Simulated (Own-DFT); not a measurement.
Simulation results for AlN (wurtzite, atoms displaced)

All values are calculated (Own-DFT development build). A calculation, not a measurement: plane-wave PBE density functional theory by an unreviewed code, no spin, of a simulated periodic cell, stress positive in tension, free energy of the whole cell less one offset for each atom, forces on such cells passed a denser k mesh, this cell's mesh not checked; offsets are fitted by least squares, one for each functional and potential file, so energies compare only between cells with the same atoms and settings and are not formation energies; the far tail of each file's local potential was reset to the Coulomb form; each entry is a single point on an unrelaxed cell, so the pressure reflects the starting lattice, mostly measured values (interpolated for alloys), from which strain is counted, and rises with the displacements; printed positions are rounded, which can move forces by about a meV/angstrom; the program, named Own-DFT, is a retired in-house code; no spin-orbit coupling.

Settings shared by all entries: functional PBE; potential files PseudoDojo norm-conserving, scalar-relativistic, standard set; wave cutoff 42 hartree; occupations Fermi-Dirac; smearing width 0.1 eV; hardware one NVIDIA H100; k mesh 2 x 2 x 2 centred on Gamma.

```json
{"entry": 1, "formula": "AlN", "kind": "wurtzite, atoms displaced", "structure": {"cell_angstrom": [[12.448, 0.0, 0.0], [-6.224, 10.7803, 0.0], [0.0, 0.0, 9.964]], "atoms_fractional": [["Al", 0.08366, 0.16576, 0.00331], ["Al", 0.1652, 0.08402, 0.24738], ["N", 0.08311, 0.16807, 0.19377], ["N", 0.16795, 0.08177, 0.44245], ["Al", 0.08358, 0.16764, 0.49703], ["Al", 0.16649, 0.08148, 0.75217], ["N", 0.08519, 0.16869, 0.68792], ["N", 0.16747, 0.0833, 0.94026], ["Al", 0.08369, 0.41628, 0.0019], ["Al", 0.16791, 0.33595, 0.2534], ["N", 0.08362, 0.42061, 0.19038], ["N", 0.16348, 0.33219, 0.43779], ["Al", 0.08497, 0.41728, 0.50197], ["Al", 0.16796, 0.33465, 0.74847], ["N", 0.08156, 0.41358, 0.69057], ["N", 0.16702, 0.33476, 0.94134], ["Al", 0.08219, 0.66728, 0.9985], ["Al", 0.16778, 0.58387, 0.25201], ["N", 0.08562, 0.66866, 0.19509], ["N", 0.16856, 0.58688, 0.44273], ["Al", 0.08654, 0.666, 0.49969], ["Al", 0.1635, 0.5808, 0.74866], ["N", 0.08418, 0.66723, 0.68887], ["N", 0.1641, 0.58287, 0.94041], ["Al", 0.08127, 0.91503, 0.99883], ["Al", 0.1686, 0.83287, 0.24978], ["N", 0.08197, 0.91497, 0.19252], ["N", 0.16155, 0.831, 0.44146], ["Al", 0.08277, 0.9151, 0.50088], ["Al", 0.16739, 0.833, 0.74904], ["N", 0.08178, 0.91677, 0.68981], ["N", 0.16779, 0.835, 0.94422], ["Al", 0.3345, 0.16483, 0.99908], ["Al", 0.41152, 0.08036, 0.25006], ["N", 0.33118, 0.16439, 0.19062], ["N", 0.4174, 0.08458, 0.43988], ["Al", 0.3337, 0.1651, 0.50115], ["Al", 0.41588, 0.08426, 0.74799], ["N", 0.33123, 0.16534, 0.68719], ["N", 0.4169, 0.08202, 0.93987], ["Al", 0.33403, 0.41644, 0.9965], ["Al", 0.41683, 0.33469, 0.25043], ["N", 0.33298, 0.4176, 0.18907], ["N", 0.41643, 0.33557, 0.44025], ["Al", 0.33537, 0.41721, 0.5008], ["Al", 0.41754, 0.33251, 0.75097], ["N", 0.33169, 0.41293, 0.69073], ["N", 0.41414, 0.33363, 0.94023], ["Al", 0.33337, 0.66685, 0.00473], ["Al", 0.41547, 0.58202, 0.24883], ["N", 0.33417, 0.66631, 0.19146], ["N", 0.42009, 0.58522, 0.44032], ["Al", 0.33124, 0.6624, 0.50068], ["Al", 0.41751, 0.58331, 0.74878], ["N", 0.33503, 0.66553, 0.69244], ["N", 0.41911, 0.58179, 0.94453], ["Al", 0.33571, 0.91728, 0.99758], ["Al", 0.41609, 0.83424, 0.25263], ["N", 0.33269, 0.91492, 0.19149], ["N", 0.41841, 0.83276, 0.44031], ["Al", 0.33341, 0.91576, 0.49578], ["Al", 0.41756, 0.83182, 0.74826], ["N", 0.33558, 0.91477, 0.69289], ["N", 0.41621, 0.83583, 0.93859], ["Al", 0.58141, 0.16476, 0.9992], ["Al", 0.66709, 0.08372, 0.25218], ["N", 0.58531, 0.16562, 0.19595], ["N", 0.6667, 0.08597, 0.44025], ["Al", 0.58429, 0.16598, 0.49931], ["Al", 0.6672, 0.08208, 0.74855], ["N", 0.58279, 0.1653, 0.69285], ["N", 0.66461, 0.08122, 0.93872], ["Al", 0.58171, 0.41438, 0.99912], ["Al", 0.66679, 0.33421, 0.24941], ["N", 0.58311, 0.4156, 0.19109], ["N", 0.66414, 0.33198, 0.44064], ["Al", 0.5839, 0.41605, 0.50014], ["Al", 0.66437, 0.33591, 0.74916], ["N", 0.5819, 0.41638, 0.68848], ["N", 0.66449, 0.33309, 0.94148], ["Al", 0.58666, 0.66942, 0.99935], ["Al", 0.66718, 0.58384, 0.24621], ["N", 0.58485, 0.66975, 0.19187], ["N", 0.66345, 0.58142, 0.44324], ["Al", 0.58311, 0.66815, 0.50059], ["Al", 0.665, 0.58053, 0.75096], ["N", 0.58213, 0.66814, 0.68925], ["N", 0.66691, 0.58545, 0.943], ["Al", 0.58364, 0.91685, 0.99457], ["Al", 0.66716, 0.83154, 0.24874], ["N", 0.58237, 0.91441, 0.18968], ["N", 0.66969, 0.83635, 0.44307], ["Al", 0.58341, 0.9184, 0.50006], ["Al", 0.66734, 0.83422, 0.74795], ["N", 0.58248, 0.91648, 0.68911], ["N", 0.67097, 0.83678, 0.94016], ["Al", 0.83451, 0.1692, 0.00142], ["Al", 0.91554, 0.08218, 0.2532], ["N", 0.83546, 0.16594, 0.19315], ["N", 0.91853, 0.08448, 0.44223], ["Al", 0.83382, 0.16346, 0.50275], ["Al", 0.91696, 0.08402, 0.74647], ["N", 0.83437, 0.16901, 0.69051], ["N", 0.91636, 0.07879, 0.94247], ["Al", 0.83425, 0.41727, 0.00043], ["Al", 0.91899, 0.33397, 0.24598], ["N", 0.8307, 0.41711, 0.19163], ["N", 0.91634, 0.33423, 0.44149], ["Al", 0.83148, 0.4163, 0.49637], ["Al", 0.91771, 0.33473, 0.7502], ["N", 0.83358, 0.4174, 0.69132], ["N", 0.92022, 0.33291, 0.93989], ["Al", 0.83176, 0.66417, 0.0023], ["Al", 0.91614, 0.58244, 0.2514], ["N", 0.83385, 0.66635, 0.19058], ["N", 0.91954, 0.58585, 0.44129], ["Al", 0.83441, 0.66657, 0.49981], ["Al", 0.91772, 0.5842, 0.74906], ["N", 0.83264, 0.66298, 0.69538], ["N", 0.91786, 0.5833, 0.94111], ["Al", 0.83403, 0.91597, 0.9979], ["Al", 0.91688, 0.83588, 0.25341], ["N", 0.83446, 0.9168, 0.18767], ["N", 0.91468, 0.82998, 0.44227], ["Al", 0.83199, 0.91619, 0.50162], ["Al", 0.9185, 0.83436, 0.74816], ["N", 0.83531, 0.91732, 0.69009], ["N", 0.91717, 0.83514, 0.94205]]}, "results": {"free_energy_of_cell_above_offsets [eV]": "-62.437", "pressure [GPa]": 3.71, "stress_xx [GPa]": -4.31, "stress_yy [GPa]": -3.44, "stress_zz [GPa]": -3.37, "stress_yz [GPa]": -0.11, "stress_xz [GPa]": 0.11, "stress_xy [GPa]": 0.28, "force_element": ["Al", "Al", "N", "N", "Al", "Al", "N", "N", "Al", "Al", "N", "N", "Al", "Al", "N", "N", "Al", "Al", "N", "N", "Al", "Al", "N", "N", "Al", "Al", "N", "N", "Al", "Al", "N", "N", "Al", "Al", "N", "N", "Al", "Al", "N", "N", "Al", "Al", "N", "N", "Al", "Al", "N", "N", "Al", "Al", "N", "N", "Al", "Al", "N", "N", "Al", "Al", "N", "N", "Al", "Al", "N", "N", "Al", "Al", "N", "N", "Al", "Al", "N", "N", "Al", "Al", "N", "N", "Al", "Al", "N", "N", "Al", "Al", "N", "N", "Al", "Al", "N", "N", "Al", "Al", "N", "N", "Al", "Al", "N", "N", "Al", "Al", "N", "N", "Al", "Al", "N", "N", "Al", "Al", "N", "N", "Al", "Al", "N", "N", "Al", "Al", "N", "N", "Al", "Al", "N", "N", "Al", "Al", "N", "N", "Al", "Al", "N", "N"], "force_x [eV/angstrom]": [-0.268, 0.296, -0.064, -0.503, 0.691, -0.547, -0.043, 0.036, 0.244, -0.165, 0.557, 0.699, -0.751, -0.163, 0.194, 0.113, 0.446, -0.246, -0.181, 0.537, -1.122, 0.542, 0.021, 0.515, 0.187, -0.908, 0.131, 1.264, -0.343, 0.028, 0.725, -0.033, -0.478, 0.902, 0.093, 0.084, -0.392, 0.386, 0.408, -0.27, -0.546, -0.065, 0.136, 0.406, -0.458, -0.506, 0.254, 0.964, -0.025, 0.48, -0.326, -0.75, 0.606, 0.005, -0.631, -0.534, -0.553, 0.704, 0.086, -0.461, -0.293, -0.221, -0.742, 0.742, 0.456, 0.309, -0.963, 0.736, -0.49, -0.297, -0.112, 0.387, -0.311, -0.18, -0.29, 0.262, -0.487, 1.063, -0.135, 0.46, -0.471, -0.142, 0.07, 0.596, 0.5, -0.161, 0.608, 0.216, 0.03, -0.233, 0.005, -0.545, 0.264, 0.172, 0.419, -0.645, 0.325, 0.262, -0.532, -0.221, -0.569, 0.427, 0.04, -0.371, -0.081, -0.648, 0.829, 0.376, 0.336, -0.378, -0.217, -0.923, 0.301, 0.231, -0.085, -0.166, -0.42, 0.192, -0.485, -0.351, 0.092, 0.279, -0.211, -0.215, 0.702, -0.395, -0.347, 0.239], "force_y [eV/angstrom]": [0.192, -0.5, 0.102, 0.188, -0.32, 0.49, -0.328, -0.051, 0.435, -0.176, -0.467, 0.766, -0.197, -0.64, 0.686, -0.405, 0.122, 0.368, -0.687, -1.078, 0.338, 0.37, -0.134, 0.114, 0.292, 0.13, 0.369, 0.397, 0.286, 0.194, -0.157, -0.22, 0.182, 0.551, 0.606, -0.477, 0.448, -0.498, 0.198, 0.348, 0.042, -0.356, -0.284, -0.677, -0.07, -0.303, 0.859, -0.526, -0.033, 0.421, 0.148, -0.57, 0.969, -0.362, -0.329, 0.72, -0.19, -0.214, 0.275, -0.254, -0.027, 0.005, 0.354, -0.895, 0.172, -0.491, 0.08, -0.6, 0.247, 0.367, 0.493, 0.8, 0.551, -0.574, 0.165, 0.235, 0.095, -0.67, -0.03, -0.046, 0.066, -0.076, -0.903, 0.477, 0.101, 0.808, -0.304, -0.835, -0.183, 0.907, 0.412, -0.332, -0.1, 0.021, 0.05, -0.676, -1.158, -0.075, 0.263, -0.627, 1.058, 0.18, -0.526, 1.343, -0.218, -0.073, -0.121, -0.233, 0.143, -0.219, -0.125, 0.163, 0.757, 0.554, 0.157, -0.605, -0.562, -0.333, 0.733, -0.097, 0.157, -0.597, 0.009, 0.777, 0.113, -0.597, -0.094, -0.919], "force_z [eV/angstrom]": [-0.487, 0.665, -0.092, -0.505, 0.43, -0.617, 0.309, 0.34, -0.336, -1.064, 0.235, 0.845, -0.458, 0.501, -0.048, -0.117, 0.73, -0.255, -0.708, -0.209, 0.032, 0.381, 0.328, 0.041, 0.586, 0.142, -0.256, -0.07, -0.298, 0.249, 0.305, -0.731, 0.189, -0.015, -0.219, 0.185, -0.677, 0.009, 0.965, -0.054, 0.641, -0.128, 0.145, 0.125, -0.236, -0.367, -0.006, -0.067, -1.072, 0.031, 0.419, -0.015, 0.121, 0.604, -0.315, -0.669, 0.418, -0.567, -0.22, 0.358, 0.707, 0.226, -0.743, 0.178, 0.446, -0.492, -0.961, 0.448, 0.285, 0.163, -0.413, 0.205, 0.369, 0.208, -0.296, 0.024, -0.449, 0.067, 0.51, -0.174, 0.267, 0.776, -0.317, -0.502, -0.237, -0.112, 0.468, -0.328, 0.93, 0.29, 0.01, -0.429, -0.304, 0.178, 0.164, -0.447, -0.245, -0.532, -0.349, -0.018, -0.609, 0.773, 0.241, -0.551, -0.221, 0.986, -0.261, -0.285, 0.519, -0.191, -0.113, 0.371, -0.453, -0.07, 0.331, 0.05, 0.363, 0.163, -0.681, -0.048, 0.384, -0.542, 0.743, 0.158, -0.191, 0.582, 0.064, -0.536], "wall_time [s]": 364.3}}
{"entry": 2, "formula": "AlN", "kind": "wurtzite, atoms displaced", "structure": {"cell_angstrom": [[12.448, 0.0, 0.0], [-6.224, 10.7803, 0.0], [0.0, 0.0, 9.964]], "atoms_fractional": [["Al", 0.08014, 0.16551, 0.99857], ["Al", 0.1657, 0.08312, 0.2547], ["N", 0.08456, 0.16456, 0.19279], ["N", 0.16891, 0.08634, 0.44301], ["Al", 0.08361, 0.16821, 0.49913], ["Al", 0.16693, 0.08246, 0.74934], ["N", 0.0821, 0.16579, 0.68893], ["N", 0.1669, 0.08252, 0.93868], ["Al", 0.08236, 0.41839, 0.99813], ["Al", 0.16611, 0.33556, 0.25226], ["N", 0.0832, 0.41797, 0.18915], ["N", 0.16435, 0.33351, 0.44331], ["Al", 0.08373, 0.41712, 0.49929], ["Al", 0.17069, 0.33171, 0.74821], ["N", 0.08425, 0.41727, 0.68792], ["N", 0.16267, 0.33224, 0.93868], ["Al", 0.08631, 0.66424, 0.99731], ["Al", 0.16433, 0.58268, 0.24971], ["N", 0.08158, 0.66626, 0.19059], ["N", 0.16532, 0.58428, 0.44226], ["Al", 0.08284, 0.66876, 0.49707], ["Al", 0.17002, 0.58374, 0.75208], ["N", 0.08375, 0.66861, 0.69355], ["N", 0.16642, 0.5835, 0.94584], ["Al", 0.08274, 0.91865, 0.99948], ["Al", 0.16632, 0.83642, 0.25319], ["N", 0.08297, 0.91702, 0.1896], ["N", 0.16521, 0.83219, 0.44124], ["Al", 0.08018, 0.91715, 0.49905], ["Al", 0.16569, 0.83312, 0.75024], ["N", 0.07995, 0.91403, 0.68907], ["N", 0.16645, 0.83342, 0.94285], ["Al", 0.32954, 0.165, 0.00195], ["Al", 0.41831, 0.08635, 0.24934], ["N", 0.33357, 0.16653, 0.19163], ["N", 0.41705, 0.08437, 0.43978], ["Al", 0.33259, 0.16792, 0.50132], ["Al", 0.42004, 0.08503, 0.7516], ["N", 0.3343, 0.16667, 0.69043], ["N", 0.41639, 0.08618, 0.94479], ["Al", 0.33432, 0.41549, 0.00261], ["Al", 0.41538, 0.33579, 0.25189], ["N", 0.33373, 0.41744, 0.18983], ["N", 0.4195, 0.33467, 0.44064], ["Al", 0.33648, 0.4195, 0.50183], ["Al", 0.41682, 0.33361, 0.75137], ["N", 0.33705, 0.4189, 0.69086], ["N", 0.41545, 0.33451, 0.94099], ["Al", 0.33355, 0.66354, 0.99673], ["Al", 0.42085, 0.58645, 0.24911], ["N", 0.33643, 0.66724, 0.19232], ["N", 0.41465, 0.58395, 0.44319], ["Al", 0.33058, 0.66458, 0.50106], ["Al", 0.41719, 0.58007, 0.75345], ["N", 0.32975, 0.66519, 0.6883], ["N", 0.41909, 0.5855, 0.94063], ["Al", 0.33201, 0.91407, 0.00105], ["Al", 0.41726, 0.83028, 0.25077], ["N", 0.33265, 0.91406, 0.19521], ["N", 0.41464, 0.83247, 0.44044], ["Al", 0.33325, 0.91861, 0.50113], ["Al", 0.41721, 0.83406, 0.75035], ["N", 0.33296, 0.91617, 0.69029], ["N", 0.41647, 0.83117, 0.93785], ["Al", 0.58589, 0.16713, 0.99748], ["Al", 0.66676, 0.08192, 0.24885], ["N", 0.58468, 0.17046, 0.1934], ["N", 0.66663, 0.08299, 0.44074], ["Al", 0.58192, 0.16455, 0.50249], ["Al", 0.66644, 0.08617, 0.74408], ["N", 0.58326, 0.16731, 0.69238], ["N", 0.66899, 0.0858, 0.94326], ["Al", 0.58293, 0.41759, 0.99874], ["Al", 0.66592, 0.33087, 0.25317], ["N", 0.57899, 0.41521, 0.18899], ["N", 0.66471, 0.33008, 0.4406], ["Al", 0.58171, 0.41644, 0.50166], ["Al", 0.6699, 0.33328, 0.74771], ["N", 0.58399, 0.41455, 0.69111], ["N", 0.66827, 0.33128, 0.93808], ["Al", 0.58194, 0.6684, 0.99854], ["Al", 0.66626, 0.58499, 0.25178], ["N", 0.58172, 0.66919, 0.19117], ["N", 0.66527, 0.58298, 0.44088], ["Al", 0.58086, 0.66722, 0.50343], ["Al", 0.66852, 0.58686, 0.75265], ["N", 0.58387, 0.66856, 0.68835], ["N", 0.6631, 0.58221, 0.94202], ["Al", 0.58381, 0.91839, 0.00147], ["Al", 0.66713, 0.83448, 0.24994], ["N", 0.58644, 0.91743, 0.19259], ["N", 0.66581, 0.83271, 0.44277], ["Al", 0.58453, 0.91693, 0.49936], ["Al", 0.66698, 0.83247, 0.75304], ["N", 0.58337, 0.91635, 0.68959], ["N", 0.66855, 0.83487, 0.9454], ["Al", 0.83425, 0.16684, 0.99699], ["Al", 0.91885, 0.08745, 0.25082], ["N", 0.83296, 0.16773, 0.19347], ["N", 0.91619, 0.086, 0.43981], ["Al", 0.83179, 0.16685, 0.50224], ["Al", 0.91587, 0.08274, 0.74943], ["N", 0.83186, 0.16581, 0.69085], ["N", 0.9191, 0.0821, 0.94267], ["Al", 0.83156, 0.41496, 0.00088], ["Al", 0.9118, 0.32671, 0.25111], ["N", 0.83394, 0.41689, 0.19074], ["N", 0.91467, 0.33099, 0.43926], ["Al", 0.83197, 0.41568, 0.50052], ["Al", 0.91862, 0.33283, 0.74811], ["N", 0.83596, 0.41654, 0.69494], ["N", 0.91594, 0.33463, 0.93966], ["Al", 0.83165, 0.66532, 0.99545], ["Al", 0.91634, 0.58404, 0.25252], ["N", 0.83673, 0.66909, 0.1906], ["N", 0.91778, 0.58663, 0.44208], ["Al", 0.83425, 0.668, 0.50345], ["Al", 0.91648, 0.58434, 0.74811], ["N", 0.83487, 0.66852, 0.69261], ["N", 0.9171, 0.58758, 0.93883], ["Al", 0.83211, 0.91508, 0.00223], ["Al", 0.91621, 0.83198, 0.24457], ["N", 0.838, 0.9187, 0.1909], ["N", 0.91715, 0.83221, 0.4415], ["Al", 0.83251, 0.91673, 0.50041], ["Al", 0.91332, 0.83301, 0.75129], ["N", 0.83309, 0.91885, 0.6942], ["N", 0.9195, 0.83523, 0.94405]]}, "results": {"free_energy_of_cell_above_offsets [eV]": "-62.186", "pressure [GPa]": 3.79, "stress_xx [GPa]": -3.93, "stress_yy [GPa]": -3.77, "stress_zz [GPa]": -3.68, "stress_yz [GPa]": -0.14, "stress_xz [GPa]": -0.04, "stress_xy [GPa]": -0.1, "force_element": ["Al", "Al", "N", "N", "Al", "Al", "N", "N", "Al", "Al", "N", "N", "Al", "Al", "N", "N", "Al", "Al", "N", "N", "Al", "Al", "N", "N", "Al", "Al", "N", "N", "Al", "Al", "N", "N", "Al", "Al", "N", "N", "Al", "Al", "N", "N", "Al", "Al", "N", "N", "Al", "Al", "N", "N", "Al", "Al", "N", "N", "Al", "Al", "N", "N", "Al", "Al", "N", "N", "Al", "Al", "N", "N", "Al", "Al", "N", "N", "Al", "Al", "N", "N", "Al", "Al", "N", "N", "Al", "Al", "N", "N", "Al", "Al", "N", "N", "Al", "Al", "N", "N", "Al", "Al", "N", "N", "Al", "Al", "N", "N", "Al", "Al", "N", "N", "Al", "Al", "N", "N", "Al", "Al", "N", "N", "Al", "Al", "N", "N", "Al", "Al", "N", "N", "Al", "Al", "N", "N", "Al", "Al", "N", "N", "Al", "Al", "N", "N"], "force_x [eV/angstrom]": [1.082, 0.511, -0.526, -0.429, -0.211, -0.105, 0.29, -0.553, 0.107, 0.211, -0.156, 0.944, -0.606, -1.094, 0.443, 0.833, -1.828, 0.278, 0.276, 0.025, 0.399, -1.222, 0.346, 0.944, 0.794, 0.346, 0.066, -0.227, 0.771, -0.036, 0.028, 0.073, 0.423, 0.1, -0.599, -0.221, 0.704, -0.886, -0.099, 0.603, -0.825, 0.469, -0.371, -0.926, -0.357, 0.48, -0.087, 0.27, -0.31, -0.867, -0.507, 0.512, -0.214, -0.585, 1.272, -0.165, -0.087, -0.441, 0.212, 0.448, 0.087, -0.095, 0.047, 0.088, -0.759, -0.525, 0.52, -0.104, -0.122, 0.429, 0.144, -0.027, 0.332, -0.345, 0.783, -0.031, 0.709, -0.405, -0.184, -0.761, 0.511, 0.337, 1.002, 0.039, 0.371, -0.036, 0.102, 0.188, -0.048, 0.719, -0.615, 0.223, -0.634, -0.478, 0.112, -0.427, 0.244, 0.131, 0.259, 0.256, 0.218, 0.156, 0.259, -1.175, 0.084, 0.167, -0.258, 0.007, 0.221, 0.048, -0.297, 0.377, 0.288, 0.198, -0.914, -0.296, -0.36, 0.572, -0.621, 0.518, 0.633, 0.255, -1.044, -0.797, 0.244, 0.775, -0.023, -0.989], "force_y [eV/angstrom]": [0.322, -0.102, 0.919, -0.462, -0.264, -0.264, 0.022, 0.355, -0.673, -0.283, -0.62, 0.34, 0.192, 0.242, -0.18, 0.35, 0.961, 0.456, 0.272, -0.318, -0.269, -0.211, -0.558, -0.282, -0.375, -0.741, 0.388, 0.884, -0.029, 0.196, 0.474, 0.003, 0.479, -0.666, 0.239, 0.05, -0.011, -0.519, 0.119, -0.641, 0.076, -0.656, 0.247, -0.097, -0.468, -0.261, -0.549, -0.391, 0.71, -0.672, -0.54, -0.07, 0.59, 1.083, 0.21, -0.861, 0.455, 0.604, 0.579, 0.102, -0.384, -0.305, 0.48, 0.291, 0.159, 0.549, -1.102, -0.02, 0.083, -0.893, 0.042, -0.662, -0.828, 1.018, 0.552, 0.558, 0.104, 0.267, 0.711, 0.547, -0.012, -0.233, -0.013, 0.243, -0.098, -0.889, -0.346, 0.588, -0.114, 0.123, -0.115, 0.066, -0.306, 0.558, 0.192, -0.215, 0.25, -0.69, -0.921, -0.478, -0.059, 0.38, 0.196, -0.125, 0.848, 1.856, -0.194, 0.419, 0.273, 0.246, 0.093, -0.294, 0.46, -0.125, -0.929, -0.877, -0.159, -0.002, -0.28, -1.078, 0.453, 0.43, -0.014, 0.293, 0.141, 0.511, -0.584, -0.517], "force_z [eV/angstrom]": [0.509, -0.655, -0.282, 0.02, 0.068, -0.26, 0.233, 0.101, 0.382, -0.418, 0.29, -0.276, -0.015, 0.012, 0.66, 0.2, 0.755, 0.076, 0.076, -0.433, 0.907, -0.354, -0.45, -1.126, 0.227, -0.674, 0.391, 0.196, 0.214, 0.179, 0.332, -0.34, 0.02, -0.017, 0.233, 0.41, -0.193, 0.268, 0.255, -0.454, -0.418, -0.377, 0.527, 0.268, -0.469, -0.062, 0.049, -0.085, 0.984, 0.537, -0.649, -0.422, -0.351, -0.779, 0.961, -0.015, 0.288, 0.196, -0.591, 0.38, -0.466, -0.644, 0.377, 0.662, 0.833, 0.311, -0.72, 0.202, -0.641, 1.061, -0.357, -0.818, 0.201, -0.586, 0.367, 0.719, -0.198, 0.455, 0.303, 0.156, 0.724, -0.516, -0.298, 0.453, -0.898, -0.611, 1.221, -0.266, -0.157, 0.26, -0.359, -0.352, -0.04, -0.202, 0.408, -0.664, 0.536, -0.146, -1.037, 0.47, -0.496, 0.334, 0.155, -0.495, -0.204, -0.2, 0.36, 0.562, -0.051, 0.314, -1.046, -0.047, 0.911, -0.557, -0.35, 0.247, -0.565, 0.482, 0.022, 0.098, 0.034, 0.857, 0.306, -0.382, -0.16, 0.225, -0.498, -0.637], "wall_time [s]": 379.7}}
```
